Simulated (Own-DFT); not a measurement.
SiC (4H silicon carbide, atoms displaced) (calculated)

All values are calculated (Own-DFT development build). A calculation, not a measurement: plane-wave PBE density functional theory by an unreviewed code, no spin, of a simulated periodic cell, stress positive in tension, free energy of the whole cell less one offset for each atom, forces on such cells passed a denser k mesh, this cell's mesh not checked; offsets are fitted by least squares, one for each functional and potential file, so energies compare only between cells with the same atoms and settings and are not formation energies; the far tail of each file's local potential was reset to the Coulomb form; each entry is a single point on an unrelaxed cell, so the pressure reflects the starting lattice, mostly measured values (interpolated for alloys), from which strain is counted, and rises with the displacements; printed positions are rounded, which can move forces by about a meV/angstrom; the program, named Own-DFT, is a retired in-house code; no spin-orbit coupling.

Settings shared by all entries: functional PBE; potential files PseudoDojo norm-conserving, scalar-relativistic, standard set; wave cutoff 42 hartree; occupations Fermi-Dirac; smearing width 0.1 eV; hardware one NVIDIA H100; k mesh 4 x 4 x 3 centred on Gamma.

(1) SiC (4H silicon carbide, atoms displaced)

```
CELL_PARAMETERS angstrom
9.24810 0.00000 0.00000
-4.62410 8.00910 0.00000
0.00000 0.00000 10.06810
ATOMIC_POSITIONS crystal
Si 0.00363 0.00260 0.38556
Si 0.11482 0.21813 0.14453
C 0.99422 0.98563 0.09805
C 0.12545 0.22704 0.34547
Si 0.00868 0.33238 0.40516
Si 0.11048 0.56402 0.15167
C 0.99681 0.33638 0.09815
C 0.11291 0.54539 0.33725
Si 0.99104 0.66795 0.41292
Si 0.10011 0.88493 0.14495
C 0.01068 0.67832 0.09221
C 0.12010 0.88499 0.33207
Si 0.32090 0.99703 0.38987
Si 0.43294 0.23727 0.16862
C 0.31419 0.98784 0.09321
C 0.44666 0.22313 0.33670
Si 0.33012 0.33717 0.40964
Si 0.42644 0.54287 0.15083
C 0.36346 0.35880 0.08801
C 0.43903 0.56060 0.35773
Si 0.33735 0.65545 0.41095
Si 0.44320 0.89532 0.16062
C 0.33788 0.68809 0.07498
C 0.44214 0.86625 0.31685
Si 0.66914 0.00757 0.39082
Si 0.78529 0.23752 0.15418
C 0.66765 0.00401 0.08914
C 0.78136 0.21261 0.36486
Si 0.66673 0.32729 0.41137
Si 0.77251 0.57967 0.14826
C 0.67001 0.33424 0.07732
C 0.80202 0.57101 0.34122
Si 0.66064 0.67638 0.40016
Si 0.76124 0.89001 0.16867
C 0.66745 0.66950 0.10239
C 0.78015 0.88683 0.35558
Si 0.00610 0.01231 0.90430
Si 0.88541 0.77257 0.64665
C 0.99602 0.99924 0.59441
C 0.89043 0.78383 0.82104
Si 0.97379 0.66757 0.91058
Si 0.89315 0.44427 0.65859
C 0.00229 0.65507 0.59640
C 0.87799 0.45121 0.85077
Si 0.98931 0.32508 0.92319
Si 0.88257 0.11586 0.66684
C 0.00562 0.33655 0.60277
C 0.89782 0.12393 0.85315
Si 0.66332 0.99880 0.91119
Si 0.57668 0.79636 0.65941
C 0.67007 0.00015 0.58892
C 0.55211 0.78783 0.83639
Si 0.64530 0.67293 0.89921
Si 0.56711 0.45853 0.64914
C 0.66006 0.67155 0.59317
C 0.52851 0.41429 0.83561
Si 0.67045 0.33958 0.90562
Si 0.55626 0.11663 0.64588
C 0.66606 0.32210 0.59731
C 0.55046 0.11295 0.84938
Si 0.31592 0.97716 0.90798
Si 0.21101 0.76180 0.64891
C 0.33478 0.00412 0.60238
C 0.22268 0.77587 0.84363
Si 0.33102 0.67417 0.90738
Si 0.22522 0.44085 0.64991
C 0.33689 0.67139 0.59313
C 0.23331 0.46291 0.83556
Si 0.33702 0.32554 0.88213
Si 0.22099 0.12775 0.66173
C 0.33620 0.33844 0.59932
C 0.20477 0.08884 0.83312
```

```
free energy of cell above offsets : 7.822 eV
pressure                          : 10.19 GPa
stress xx                         : -9.06 GPa
stress yy                         : -10.52 GPa
stress zz                         : -11 GPa
stress yz                         : 0.39 GPa
stress xz                         : -1.29 GPa
stress xy                         : -0.44 GPa
wall time                         : 356.2 s
```

Force:
```
element  x (eV/Å)  y (eV/Å)  z (eV/Å)
     Si     1.486    -0.367     3.833
     Si     0.118     1.167     1.448
      C    -3.379      2.89    -1.571
      C     -2.12    -1.156    -2.272
     Si    -0.677      0.01     1.225
     Si     1.456     0.102     0.315
      C     2.233     0.311     0.896
      C     -0.71     1.463     1.055
     Si     5.344     1.232    -0.519
     Si     2.948     0.032     2.464
      C    -3.217    -2.429    -0.928
      C    -4.088    -1.112     0.481
     Si     3.866     0.767     3.062
     Si     4.239    -2.454    -5.334
      C     1.085     2.916     0.233
      C    -0.173     0.724     4.048
     Si     2.499    -0.011     0.963
     Si    -0.648     7.778     2.333
      C    -3.361    -6.695    -3.113
      C     4.196    -3.183    -3.943
     Si    -5.307     3.147     0.057
     Si     -0.84     0.742    -8.441
      C     0.745    -2.759     5.426
      C     0.097     1.529      10.2
     Si    -0.455    -5.413     3.133
     Si    -1.761    -1.988     0.913
      C    -0.476     0.645     2.561
      C    -0.758     4.919    -4.198
     Si     0.381     1.368    -0.921
     Si     7.464     -4.98     2.277
      C    -1.548     1.405     5.658
      C    -6.323    -3.436    -1.125
     Si     2.266    -2.535     1.856
     Si      1.78    -0.172    -1.755
      C    -6.309     2.749    -2.896
      C    -1.215     2.168    -2.896
     Si    -1.361    -2.944     0.019
     Si     0.548     1.385    -1.116
      C     0.137     0.885    -1.333
      C    -2.198    -0.234     5.125
     Si     3.405      0.61    -1.449
     Si    -0.429    -1.167     1.148
      C    -3.092     0.725    -1.612
      C     2.677      -0.3    -1.415
     Si     0.261     4.092    -3.737
     Si     1.754    -0.424    -1.931
      C    -0.218    -0.738    -1.662
      C    -1.342     -2.34     -0.64
     Si    -0.709      1.76    -1.714
     Si    -3.231    -1.745    -1.414
      C    -1.019     1.644    -0.367
      C     0.011     0.041       1.7
     Si     3.351    -1.604     0.508
     Si    -0.489    -2.907     1.302
      C     2.132    -0.083    -1.281
      C      6.81      6.55    -1.838
     Si    -2.421    -2.652    -2.033
     Si     0.191    -3.997     3.393
      C    -0.611     4.801    -1.577
      C     0.752    -0.673     -0.92
     Si     0.931     3.838    -0.534
     Si     2.058     3.855     2.461
      C      -1.4    -0.893    -2.887
      C    -2.258    -2.293    -1.607
     Si     0.132    -0.721    -4.166
     Si    -1.312     2.686     1.785
      C     1.086     -0.47    -0.253
      C    -0.062    -3.159      1.66
     Si    -6.711    -1.856     3.765
     Si     1.071    -4.102    -3.208
      C     1.123     0.277    -1.985
      C     1.594     2.779     3.281
```

(2) SiC (4H silicon carbide, atoms displaced)

```
CELL_PARAMETERS angstrom
9.24810 0.00000 0.00000
-4.62410 8.00910 0.00000
0.00000 0.00000 10.06810
ATOMIC_POSITIONS crystal
Si 0.01110 0.01254 0.42613
Si 0.10275 0.21492 0.17673
C 0.98898 0.99931 0.08500
C 0.10031 0.23505 0.35693
Si 0.99087 0.31324 0.39421
Si 0.10202 0.55589 0.15439
C 0.99433 0.31655 0.09065
C 0.11707 0.56498 0.34152
Si 0.98911 0.65507 0.41425
Si 0.09443 0.85598 0.17169
C 0.01259 0.68282 0.10080
C 0.10426 0.88318 0.33410
Si 0.31318 0.99531 0.39974
Si 0.47587 0.23858 0.16176
C 0.33149 0.00658 0.09380
C 0.44096 0.20889 0.34865
Si 0.31436 0.31263 0.39255
Si 0.44328 0.56115 0.15600
C 0.32431 0.33095 0.10616
C 0.45183 0.55929 0.33211
Si 0.34319 0.64396 0.39927
Si 0.43767 0.88478 0.14022
C 0.34155 0.68812 0.07414
C 0.45050 0.89238 0.34157
Si 0.69279 0.01142 0.40793
Si 0.79843 0.22650 0.18283
C 0.66836 0.99693 0.07910
C 0.79491 0.23734 0.34518
Si 0.68425 0.34275 0.39799
Si 0.77232 0.54739 0.14819
C 0.68154 0.32585 0.09618
C 0.78576 0.54590 0.33072
Si 0.68838 0.68643 0.41433
Si 0.78873 0.89441 0.14836
C 0.67262 0.66566 0.07451
C 0.77916 0.87247 0.34441
Si 0.00044 0.01088 0.89867
Si 0.89647 0.78196 0.65452
C 0.01170 0.03017 0.58983
C 0.87517 0.77292 0.84375
Si 0.00981 0.67727 0.90527
Si 0.91180 0.45860 0.65297
C 0.03004 0.68517 0.60827
C 0.91671 0.44775 0.84548
Si 0.01825 0.34893 0.91225
Si 0.90465 0.10110 0.65757
C 0.99456 0.32722 0.58443
C 0.86697 0.07992 0.82100
Si 0.67609 0.01402 0.91162
Si 0.54359 0.76403 0.65968
C 0.66694 0.99675 0.58290
C 0.56971 0.78873 0.84390
Si 0.65762 0.66035 0.91816
Si 0.54193 0.43703 0.62992
C 0.66559 0.65088 0.59812
C 0.56244 0.44740 0.84166
Si 0.66537 0.33326 0.90019
Si 0.54898 0.09878 0.66312
C 0.66994 0.33146 0.59434
C 0.57158 0.12269 0.83775
Si 0.34399 0.99988 0.90356
Si 0.22504 0.79634 0.64224
C 0.30442 0.99624 0.59531
C 0.21348 0.75162 0.83969
Si 0.33953 0.66111 0.90432
Si 0.22422 0.45245 0.62976
C 0.32852 0.66800 0.58829
C 0.21895 0.44453 0.84318
Si 0.36096 0.35058 0.90329
Si 0.24381 0.13156 0.65316
C 0.31808 0.32202 0.59569
C 0.21531 0.08499 0.83018
```

```
free energy of cell above offsets : 16.548 eV
pressure                          : 12.42 GPa
stress xx                         : -10.87 GPa
stress yy                         : -10.84 GPa
stress zz                         : -15.55 GPa
stress yz                         : -0.86 GPa
stress xz                         : 1.76 GPa
stress xy                         : 0.82 GPa
wall time                         : 376.8 s
```

Force:
```
element  x (eV/Å)  y (eV/Å)  z (eV/Å)
     Si    -0.524    -2.519    -6.526
     Si     1.169    -0.449     -4.84
      C     3.238     1.167     1.678
      C     8.288    -6.234    -3.534
     Si    -4.396     9.592     6.433
     Si     2.396      0.09    -0.205
      C     0.561     2.364     2.247
      C     0.573    -2.107     0.259
     Si     2.497     1.666    -0.865
     Si    -0.311     11.43    -3.723
      C    -1.312    -9.827    -5.366
      C    -1.705     0.659     7.137
     Si     4.555    -1.469      0.55
     Si    -4.498    -3.525    -0.566
      C     0.584    -0.078    -0.101
      C     0.031     2.506    -0.733
     Si     3.199     3.429     1.276
     Si     0.094     0.017    -2.802
      C      2.12     0.973    -0.891
      C      3.31    -2.487     2.035
     Si    -5.056     5.462     0.776
     Si     0.545     3.982     3.105
      C      0.09    -5.264      3.76
      C     0.359    -0.513    -0.488
     Si    -3.705    -2.976    -1.472
     Si    -2.096    -2.019     -9.71
      C     0.112     0.571     6.224
      C    -2.814    -3.499     2.738
     Si    -2.677    -2.518     3.372
     Si     1.083     1.611    -0.666
      C     0.113     1.336    -0.697
      C    -2.094     2.172     1.652
     Si    -1.039    -6.931     0.024
     Si    -2.517    -2.099     0.144
      C    -0.304    -0.473     10.84
      C     0.285     7.233    -1.938
     Si     0.865    -2.151     0.224
     Si    -0.454    -0.109     1.996
      C     6.885    -5.454     1.047
      C     2.182     0.581     0.077
     Si    -1.434    -0.963     0.111
     Si    -1.101     -2.15     1.621
      C    -8.471    -5.044    -4.531
      C    -4.838      0.87    -0.381
     Si    -0.048    -3.273    -0.852
     Si    -9.142     4.349     -0.79
      C     0.852     0.537    -0.137
      C     1.393     3.235     5.209
     Si     0.366    -1.477    -4.253
     Si      1.34     2.159    -0.684
      C      0.44    -0.687     2.796
      C    -1.908    -1.752     0.182
     Si     0.628     1.582    -10.18
     Si     2.754    -1.288     3.299
      C    -0.449     3.454    -1.788
      C     0.942      0.51    -1.245
     Si     2.788     1.309     0.417
     Si     0.944     1.391    -3.763
      C     0.012     0.495    -1.098
      C    -1.388     -1.76     1.771
     Si    -1.406    -1.382     0.508
     Si     6.583    -1.395     4.947
      C     4.553     2.748    -3.248
      C     1.534     4.559    -1.129
     Si    -0.566     0.838    -3.205
     Si    -1.806    -1.996     3.982
      C     1.149     0.793    -0.931
      C     4.045     -0.13    -1.366
     Si     -4.92    -3.738     1.375
     Si    -3.076    -4.881     3.393
      C     0.623     5.835    -4.194
      C    -0.022     3.107     1.698
```

(3) SiC (4H silicon carbide, atoms displaced)

```
CELL_PARAMETERS angstrom
9.24810 0.00000 0.00000
-4.62410 8.00910 0.00000
0.00000 0.00000 10.06810
ATOMIC_POSITIONS crystal
Si 0.98319 0.99001 0.42601
Si 0.08877 0.23377 0.16252
C 0.01199 0.00100 0.09228
C 0.11773 0.22861 0.34806
Si 0.00270 0.35316 0.39955
Si 0.12330 0.56313 0.16104
C 0.99415 0.33280 0.08390
C 0.09997 0.55409 0.34550
Si 0.00744 0.67687 0.40372
Si 0.12705 0.90104 0.16239
C 0.98678 0.65040 0.07416
C 0.09381 0.87411 0.35864
Si 0.35510 0.02237 0.40344
Si 0.44109 0.22574 0.15887
C 0.32778 0.98728 0.10130
C 0.45219 0.23215 0.35566
Si 0.32442 0.34209 0.40749
Si 0.45550 0.56395 0.16078
C 0.33795 0.33684 0.08979
C 0.43100 0.53758 0.35302
Si 0.33159 0.65333 0.40599
Si 0.43093 0.89091 0.14965
C 0.34834 0.67481 0.09204
C 0.45889 0.88352 0.34354
Si 0.66479 0.99657 0.40908
Si 0.75478 0.23225 0.14930
C 0.65854 0.01724 0.09519
C 0.76701 0.21833 0.35719
Si 0.67669 0.31176 0.39505
Si 0.77391 0.56210 0.16148
C 0.68660 0.36566 0.07952
C 0.78927 0.55566 0.35403
Si 0.65182 0.64499 0.40956
Si 0.80360 0.91455 0.14854
C 0.66537 0.67234 0.09517
C 0.76569 0.88452 0.34641
Si 0.00670 0.00593 0.91344
Si 0.89930 0.79271 0.66795
C 0.00072 0.00451 0.59757
C 0.86729 0.77463 0.84330
Si 0.99131 0.64336 0.89785
Si 0.88152 0.43766 0.64214
C 0.00347 0.66519 0.58993
C 0.89027 0.44911 0.85606
Si 0.98885 0.33235 0.90108
Si 0.90358 0.10859 0.66620
C 0.98883 0.33174 0.58993
C 0.88768 0.10999 0.83055
Si 0.65159 0.00087 0.91284
Si 0.57221 0.78167 0.62611
C 0.69095 0.03199 0.59157
C 0.54985 0.76996 0.82481
Si 0.66590 0.65613 0.90244
Si 0.56142 0.42011 0.63768
C 0.65558 0.66998 0.59571
C 0.55914 0.43428 0.84119
Si 0.68898 0.34352 0.91508
Si 0.54847 0.09670 0.65751
C 0.68547 0.35448 0.58205
C 0.55301 0.10085 0.85600
Si 0.33825 0.00303 0.90011
Si 0.23589 0.79624 0.66774
C 0.32370 0.00743 0.57785
C 0.23295 0.79182 0.82803
Si 0.34049 0.67637 0.89164
Si 0.21506 0.44252 0.64533
C 0.31849 0.67014 0.59049
C 0.24000 0.45526 0.82665
Si 0.35481 0.33970 0.89995
Si 0.21193 0.12249 0.65012
C 0.33110 0.32883 0.56922
C 0.23640 0.12828 0.82977
```

```
free energy of cell above offsets : 12.853 eV
pressure                          : 11.87 GPa
stress xx                         : -12.84 GPa
stress yy                         : -10.64 GPa
stress zz                         : -12.14 GPa
stress yz                         : 0.35 GPa
stress xz                         : 1.3 GPa
stress xy                         : 2.31 GPa
wall time                         : 365.2 s
```

Force:
```
element  x (eV/Å)  y (eV/Å)  z (eV/Å)
     Si     0.651     0.478    -5.126
     Si     5.246    -1.541    -0.507
      C    -0.182     2.183     0.828
      C    -3.605    -1.626    -0.772
     Si     0.434    -5.378     2.274
     Si      -1.8    -0.564     -2.72
      C     -1.83     0.926     1.492
      C     2.071     2.955    -2.047
     Si    -0.233    -4.133      2.88
     Si    -3.643    -3.738     0.939
      C     1.616     2.635     4.428
      C      1.06     7.367    -3.558
     Si     -0.88    -4.784    -0.468
     Si     0.472     0.364     -0.02
      C    -1.814     4.771    -3.077
      C    -0.215     1.079    -3.344
     Si     2.203    -4.457    -3.648
     Si    -1.151    -1.289    -0.729
      C    -1.167     0.292     0.616
      C     0.958     4.789    -3.358
     Si    -2.244     2.699     0.889
     Si     5.983    -1.776     2.985
      C    -1.693     -0.83    -0.569
      C    -3.774    -0.204    -0.809
     Si     0.893     0.932    -0.177
     Si     3.574     0.225     1.529
      C     1.666    -1.314    -0.308
      C     10.04    -4.468    -6.182
     Si    -10.68     8.606     4.247
     Si      1.44     2.109     0.114
      C    -2.653    -3.354     5.479
      C    -2.055    -1.555    -2.305
     Si     1.449     2.299     0.047
     Si    -3.752    -3.196         2
      C     1.187     1.458    -0.296
      C     2.149      -0.3    -0.378
     Si    -0.335    -0.146    -2.777
     Si     -0.36    -3.501    -2.527
      C      0.23     -0.99     1.377
      C     5.015     2.001      0.85
     Si    -0.578     8.785     0.642
     Si     2.371     3.285     2.779
      C    -0.573      1.33     1.998
      C     1.356    -5.034    -5.757
     Si     3.842    -0.323    -0.819
     Si    -3.754     2.242    -4.649
      C      2.63    -0.419    -0.194
      C    -0.459     0.327     7.229
     Si     5.033     -3.04    -1.389
     Si    -7.883      3.43     5.016
      C    -0.158    -3.916    -0.251
      C     1.192      1.83     1.761
     Si    -3.725     0.022     0.265
     Si    -6.279     4.186     3.479
      C     7.685     -4.56    -2.425
      C     2.662     0.839     -1.67
     Si    -4.272    -2.376    -4.723
     Si    -0.685     2.161     0.121
      C     0.672    -5.586    -1.568
      C    -1.773     3.944    -2.776
     Si    -2.123     0.071     0.915
     Si    -1.616    -1.648    -9.417
      C     1.611     0.113     4.066
      C    -1.102    -1.467     8.097
     Si     0.554    -1.377     0.378
     Si     0.504      1.32     0.193
      C     2.803     0.083    -1.077
      C    -1.482    -1.498     2.439
     Si    -3.699     0.094     0.777
     Si     3.681     0.057    -0.762
      C    -0.187     0.509     7.638
      C    -0.519     -2.41     2.413
```

(4) SiC (4H silicon carbide, atoms displaced)

```
CELL_PARAMETERS angstrom
9.24810 0.00000 0.00000
-4.62410 8.00910 0.00000
0.00000 0.00000 10.06810
ATOMIC_POSITIONS crystal
Si 0.98877 0.98534 0.40463
Si 0.13864 0.21843 0.16360
C 0.98980 0.99037 0.07417
C 0.12438 0.22501 0.33164
Si 0.01910 0.32949 0.40602
Si 0.12538 0.56516 0.14634
C 0.00867 0.34646 0.11747
C 0.09979 0.54304 0.34566
Si 0.99220 0.65371 0.39268
Si 0.12294 0.87834 0.13723
C 0.01599 0.67136 0.09918
C 0.09984 0.89586 0.35487
Si 0.32330 0.99325 0.41056
Si 0.45458 0.22487 0.16784
C 0.32794 0.97666 0.08784
C 0.43112 0.21865 0.34788
Si 0.30945 0.31518 0.41479
Si 0.44521 0.56211 0.14834
C 0.34438 0.31195 0.06156
C 0.42077 0.54392 0.34043
Si 0.32271 0.64208 0.39829
Si 0.44413 0.86891 0.17254
C 0.32746 0.66488 0.08678
C 0.45125 0.88949 0.35303
Si 0.68329 0.99833 0.39898
Si 0.79889 0.21966 0.15223
C 0.66513 0.99513 0.09223
C 0.78330 0.22839 0.34671
Si 0.66520 0.32754 0.39780
Si 0.79253 0.56184 0.15315
C 0.67783 0.33159 0.10956
C 0.79722 0.56588 0.33521
Si 0.67485 0.66106 0.39316
Si 0.80976 0.92230 0.13786
C 0.65797 0.67152 0.09927
C 0.79373 0.89478 0.34366
Si 0.01765 0.00392 0.91364
Si 0.88127 0.76106 0.63720
C 0.98765 0.98816 0.60819
C 0.89165 0.78426 0.84836
Si 0.99845 0.65721 0.90775
Si 0.88615 0.44360 0.65558
C 0.98574 0.64227 0.58636
C 0.89856 0.44556 0.84079
Si 0.98021 0.31622 0.90809
Si 0.88906 0.09811 0.64011
C 0.01139 0.32608 0.60516
C 0.88698 0.08867 0.82702
Si 0.67421 0.00282 0.89707
Si 0.53280 0.75423 0.65750
C 0.69028 0.01440 0.59792
C 0.56632 0.76381 0.85910
Si 0.68954 0.69236 0.90139
Si 0.55989 0.43034 0.67883
C 0.67361 0.66747 0.58990
C 0.56435 0.45928 0.84539
Si 0.66378 0.34623 0.90896
Si 0.53565 0.08611 0.64679
C 0.65121 0.32766 0.59757
C 0.52596 0.09186 0.83334
Si 0.33787 0.00633 0.90942
Si 0.22322 0.78819 0.65964
C 0.33801 0.00477 0.59053
C 0.21723 0.76468 0.84964
Si 0.32724 0.66198 0.90899
Si 0.21999 0.45325 0.65497
C 0.31950 0.64746 0.60494
C 0.23426 0.47260 0.83551
Si 0.33866 0.33295 0.89700
Si 0.22710 0.09211 0.65813
C 0.34041 0.32675 0.60068
C 0.25482 0.12744 0.84967
```

```
free energy of cell above offsets : 13.484 eV
pressure                          : 11.75 GPa
stress xx                         : -15.99 GPa
stress yy                         : -9.22 GPa
stress zz                         : -10.03 GPa
stress yz                         : -0.76 GPa
stress xz                         : 0.76 GPa
stress xy                         : -1.57 GPa
wall time                         : 355.1 s
```

Force:
```
element  x (eV/Å)  y (eV/Å)  z (eV/Å)
     Si     0.918     3.937     3.051
     Si    -1.724     0.697    -5.711
      C     7.656     3.706     4.785
      C    -2.757    -3.161      3.36
     Si    -3.596    -0.284     0.744
     Si    -1.544    -1.999     3.312
      C     3.366    -2.124    -4.346
      C     1.938     1.715    -1.521
     Si     3.005     3.017     3.396
     Si    -3.517     2.785     3.565
      C    -1.933    -2.891    -2.261
      C     5.355    -3.326    -2.973
     Si     0.515     0.283    -2.043
     Si    -0.105    -1.476    -2.798
      C     2.702     3.189     2.037
      C     1.386    -0.046     0.118
     Si     4.789     3.145     1.515
     Si    -0.068    -2.418     0.313
      C    -1.293     1.483     8.751
      C     5.513     -1.64    -1.552
     Si    -3.357     4.179     3.245
     Si    -0.667     2.621    -2.781
      C     2.696     0.374     1.509
      C    -0.654     -1.47     0.223
     Si    -2.265     1.318     2.076
     Si    -4.085    -0.478     2.252
      C     0.427      1.51    -0.391
      C     1.921    -1.904     -0.53
     Si    -0.816     1.095     2.059
     Si    -2.055    -0.295     -0.24
      C    -0.206     0.398    -2.323
      C    -4.586    -3.648    -0.536
     Si     -1.97     0.273     1.467
     Si    -6.988    -6.816     4.769
      C     4.061     1.426    -1.039
      C    -3.054    -2.083    -2.993
     Si    -0.344     0.574     -7.87
     Si     0.889     1.295     3.208
      C     5.153    -0.935    -3.609
      C     4.565    -0.076    -1.657
     Si    -0.533     1.581    -0.473
     Si     0.421    -3.814    -0.073
      C     0.801     4.446    -0.778
      C    -2.581    -1.289     1.088
     Si     2.875     1.007    -0.477
     Si     1.233     3.871     4.205
      C    -2.365    -0.405    -3.049
      C    -0.078     2.713     2.919
     Si      -1.5    -1.786     0.217
     Si     4.061     2.386     0.862
      C    -6.739     -4.75    -2.946
      C    -7.638     3.542    -3.669
     Si     1.109    -5.107     3.562
     Si    -2.234     1.935    -6.044
      C    -3.103    -2.515     -0.98
      C     0.362     0.289     3.071
     Si     1.737    -2.094     0.373
     Si     5.178     4.746      1.95
      C     3.549    -1.421    -1.477
      C     5.886     2.826    -0.006
     Si    -0.285    -3.814      1.15
     Si     0.114    -3.924     0.127
      C    -1.169    -4.202    -1.482
      C    -1.279      3.13    -1.438
     Si     2.316      3.15    -0.369
     Si      2.55    -5.962     2.761
      C    -0.913     6.736    -4.551
      C     0.463     -7.11     1.345
     Si    -1.494     4.275    -3.321
     Si    -4.352     3.668     1.403
      C    -1.889    -0.245     0.094
      C    -3.774    -3.809    -2.573
```
